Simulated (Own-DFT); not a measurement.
# Shaking the atoms of monoclinic HfO2, 96 atoms (Hf32O64)

All numbers below are calculated, not measured. The program, named Own-DFT, is a retired in-house plane-wave density functional code that no person has reviewed. Each row is one single-point run on a periodic cell that was not relaxed, without spin or spin-orbit coupling.

Settings of every run: PBE; PseudoDojo norm-conserving scalar-relativistic files; cutoff 72 hartree; 2 x 2 x 2 k mesh centred on Gamma; Fermi-Dirac smearing of 0.1 eV.

Known limits, some of them of some rows only: some atoms lie very close together; hafnium file: forces about 75 meV/angstrom off all-electron values; oxygen file: force components 24 meV/angstrom off all-electron in a glass; forces on such cells passed a denser k mesh, each cell not checked; stress not checked against mesh or cutoff.

Cell vectors in Å: (10.234, 0.000, 0.000); (0.000, 10.350, 0.000); (-1.696, 0.000, 10.445). In each run every atom was moved at random and independently from its ideal site; u is the rms move along one axis. E is the free energy for each atom above the fitted value at u = 0, and F the rms of the force components.

| run | u (Å) | E (meV/atom) | F (eV/Å) | largest force (eV/Å) | P (GPa) |
|---|---|---|---|---|---|
| 1 | 0.0184 | 8.5 | 0.416 | 1.48 | 3.90 |
| 2 | 0.0194 | 10.0 | 0.447 | 1.80 | 3.87 |
| 3 | 0.0480 | ? | ? | ? | ? |
| 4 | 0.0516 | 58.9 | 0.999 | 3.89 | 5.65 |
| 5 | 0.0519 | 66.4 | 1.087 | 3.78 | 5.80 |
| 6 | 0.0757 | 156.1 | 1.797 | 6.93 | 9.57 |
| 7 | 0.0770 | 147.0 | 1.709 | 8.37 | 8.76 |
| 8 | 0.0821 | 176.5 | 1.991 | 8.09 | 8.75 |
| 9 | 0.1148 | 353.0 | 3.154 | 18.10 | 16.44 |
| 10 | 0.1567 | 600.7 | 4.026 | 20.84 | 21.88 |

## Worked fit

For small independent moves the energy grows as E = (3/2) K u², with K the mean stiffness felt by one atom. The runs with u up to 0.11 Å give K = 16.8 ± 0.6 eV/Å², with residuals divided by u² + 0.0006 Å², since the noise grows with the moves. The scatter is 4.6 meV/atom at u = 0.05 Å. The forces follow F = G u with G = 22.4 eV/Å²; no force at u = 0 is resolved. G exceeds K because the moves of its neighbours add to the force on an atom, and stiffness differs between atoms. At u = 0.157 Å the parabola gives 618 meV/atom and the run 601. The pressure follows P = 3.54 + 879 u² GPa: at fixed volume, shortened bonds push harder than stretched ones pull.

## Withheld run

Question: what energy and rms force should run 3 give?

The fit gives 58 ± 5 meV/atom and about 1.07 eV/Å. The calculation gave 57.1 meV/atom and 1.053 eV/Å.
